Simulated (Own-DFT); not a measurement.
# Response to strain: wurtzite AlN, 72 atoms (Al36N36)

These are calculations, not measurements. They come from Own-DFT, an in-house plane-wave density functional program, since retired, whose code no person has reviewed. Each row is one single-point run on a periodic cell that was not relaxed, without spin or spin-orbit coupling.

Settings of every run: PBE; PseudoDojo norm-conserving scalar-relativistic files; cutoff 42 hartree; 4 x 4 x 3 k mesh centred on Gamma; Gaussian smearing of 0.01 eV.

Known limits: k mesh not checked against a denser one; stress not checked against mesh or cutoff.

Unstrained cell vectors in Å: (9.336, 0.000, 0.000); (-4.668, 8.085, 0.000); (0.000, 0.000, 9.964). The unstrained cell has measured lattice constants (interpolated for alloys), not those of this functional. That, the random moves and any unrelaxed bonds set the pressure at no strain. Each run strains this cell uniformly, with the atoms carried along. Every atom was also moved at random, by a Gaussian of width 0.05 Å on each axis. Strain is the symmetric tensor, in per cent. Stress is positive in tension, and the pressure is minus a third of its trace.

```
run,e_xx (%),e_yy (%),e_zz (%),e_yz (%),e_xz (%),e_xy (%),s_xx (GPa),s_yy (GPa),s_zz (GPa),s_yz (GPa),s_xz (GPa),s_xy (GPa),P (GPa),E (meV/atom)
1,1.59,1.23,1.41,-0.72,-0.40,-0.12,2.30,2.89,2.36,-1.88,-1.39,-1.01,-2.52,13.4
2,-0.87,0.89,-1.25,-1.39,0.20,0.46,-11.15,-3.34,-12.63,-3.72,0.59,1.82,9.04,36.2
3,-0.52,-0.76,1.15,0.81,0.83,1.64,-8.64,-8.67,-1.33,2.22,3.29,5.40,6.21,22.9
4,1.23,-1.11,1.36,-0.78,-0.10,-0.54,0.29,-8.43,-0.57,-2.71,0.02,-2.52,2.90,8.6
5,-1.57,1.41,0.00,1.68,1.33,1.41,-12.55,-2.08,-4.43,3.84,3.75,6.19,6.35,30.6
6,-1.45,-0.93,-0.68,0.90,1.91,-1.32,-13.00,-15.86,-10.45,2.81,5.19,-5.78,13.10,53.4
7,0.56,-1.78,-0.01,-0.19,-0.12,-1.44,-4.81,-13.61,-7.57,-1.11,-1.54,-4.91,8.66,28.3
8,1.16,-0.64,-1.35,-1.61,0.72,0.36,-0.59,-11.56,-10.28,-4.18,0.77,0.57,7.47,25.9
9,1.17,-0.50,0.57,0.89,-0.17,0.33,0.21,-5.38,-3.50,1.24,-0.54,1.41,2.89,0.0
10,1.16,0.53,0.02,-1.38,-1.54,-0.90,0.27,-4.47,-1.96,-3.70,-3.99,-2.81,2.05,17.1
11,0.07,1.10,-1.48,-1.00,-1.68,-1.32,-5.17,-1.95,-11.45,-2.46,-3.99,-4.35,6.19,27.6
12,-1.50,1.65,-0.40,-0.66,1.37,-0.59,-13.16,-0.36,-5.82,-2.13,4.39,-2.46,6.45,22.6
13,-1.81,0.21,1.44,-0.42,-0.76,-0.79,-13.17,-4.58,-0.37,-1.17,-1.38,-3.70,6.04,18.3
14,-0.47,-0.25,-1.62,0.45,0.00,-1.02,-9.40,-10.72,-11.58,1.15,-1.05,-4.24,10.57,18.2
15,0.20,1.45,1.87,-1.32,-0.10,-1.91,-2.66,1.42,4.06,-3.11,-0.85,-6.67,-0.94,22.2
16,0.95,-0.95,1.85,-1.45,-0.98,0.64,-0.26,-9.02,2.10,-3.29,-1.79,2.79,2.39,20.6
17,-1.55,-0.73,-0.24,0.08,-1.65,0.17,-14.17,-12.25,-8.27,0.90,-4.78,0.03,11.56,33.9
18,-0.12,1.59,1.35,0.50,0.63,0.75,?,?,?,?,?,?,?,?
```

E is the free energy for each atom above the lowest run shown.

## Worked fit

Each stress component was fitted by least squares to a constant and the strains of the runs shown, as fractions, with shears doubled. Shear strains stay in the fit of a normal stress only where such slopes are resolved. The slopes, in GPa:

```
stress,at no strain,per e_xx,per e_yy,per e_zz,scatter
s_xx,-5.9,485 ± 14,46 ± 15,56 ± 14,0.64
s_yy,-6.7,101 ± 30,483 ± 32,126 ± 29,1.35
s_zz,-5.4,69 ± 24,106 ± 25,421 ± 23,1.07
```

Each shear stress against twice its own strain: yz 120 ± 8, xz 131 ± 9, xy 186 ± 8 GPa. These are stiffnesses along x, y and z of the frame in which the cell vectors are given, which need not be the crystal's axes. The atoms are held to the strained lattice; where symmetry lets them move under strain, relaxing them would lower some slopes. The table should be nearly symmetric about its diagonal, and what it lacks of that shows the noise. A ninth of its sum, 210 ± 4 GPa, estimates the bulk modulus near the mean pressure of these runs, 5.8 GPa, so it lies above the value at zero pressure.

## Withheld run

Question: what normal stresses and pressure should run 18 give?

The fit gives s_xx = -5.0, s_yy = 2.6, s_zz = 1.9 and P = 0.2 GPa. The calculation gave -2.85, 0.94, 1.34 and P = 0.19 GPa.
